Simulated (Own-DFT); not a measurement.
# A layer strained by its substrate: diamond-structure GeSn with randomly placed atoms, 64 atoms (Ge52Sn12)

The numbers are computed, not measured, by runs of the plane-wave DFT program Own-DFT (in-house, retired, unreviewed) at fixed positions, with no spin and no spin-orbit coupling.

Method: PBE; PseudoDojo norm-conserving scalar-relativistic files; cutoff 49 hartree; 3 x 3 x 3 k mesh centred on Gamma; Fermi-Dirac smearing of 0.1 eV.

Limits: forces on such cells moved up to 12 meV/angstrom on a denser k mesh; stress not checked against mesh or cutoff.

Unstrained cell vectors in Å: (11.628, 0.000, 0.000); (0.000, 11.628, 0.000); (0.000, 0.000, 11.628). The unstrained cell has measured lattice constants (interpolated for alloys), not those of this functional. That, the random moves and any unrelaxed bonds set the pressure at no strain. Each run strains x and y alike by e, as a substrate would, and holds the height along z. Random moves of width 0.05 Å per axis were added to every atom. The random placing of the alloy's atoms differs from row to row. Stress is positive in tension.

| e (%) | u (Å) | (s_xx + s_yy)/2 (GPa) | s_zz (GPa) |
|---|---|---|---|
| -3.00 | 0.047 | -11.22 | -9.45 |
| -2.50 | 0.052 | -10.21 | -8.74 |
| -2.00 | 0.050 | -9.33 | -7.93 |
| -1.75 | 0.050 | -8.42 | -7.50 |
| -1.25 | 0.049 | -7.55 | -6.79 |
| -0.50 | 0.050 | -6.48 | -6.27 |
| 1.25 | 0.054 | -3.54 | -3.93 |
| 1.50 | 0.051 | ? | ? |
| 1.75 | 0.047 | -2.53 | -3.40 |
| 2.25 | 0.051 | -1.87 | -3.01 |

## Working it out

With e as a fraction, the in-plane stress is -5.5 + 172 e - 629 e² GPa (errors 3 and 244, scatter 0.17), and s_zz is -5.4 + 119 e - 514 e² GPa (slope ± 3, scatter 0.15). At e = 0 the first slope is C11 + C12 and the second 2 C12, both with the ions held to the strained lattice and at the cell's own pressure. A free layer would change its height as e changes, and the in-plane slope would drop by 2 C12²/C11 to the biaxial modulus. At fixed height, a misfit of 1 % moves the in-plane stress by about 1.7 GPa and s_zz by 1.2 GPa.

## Withheld run

The question: what are the two stresses at e = 1.50 %?

The fit gives -3.0 and -3.7 GPa. Computed: -2.97 and -3.62 GPa.
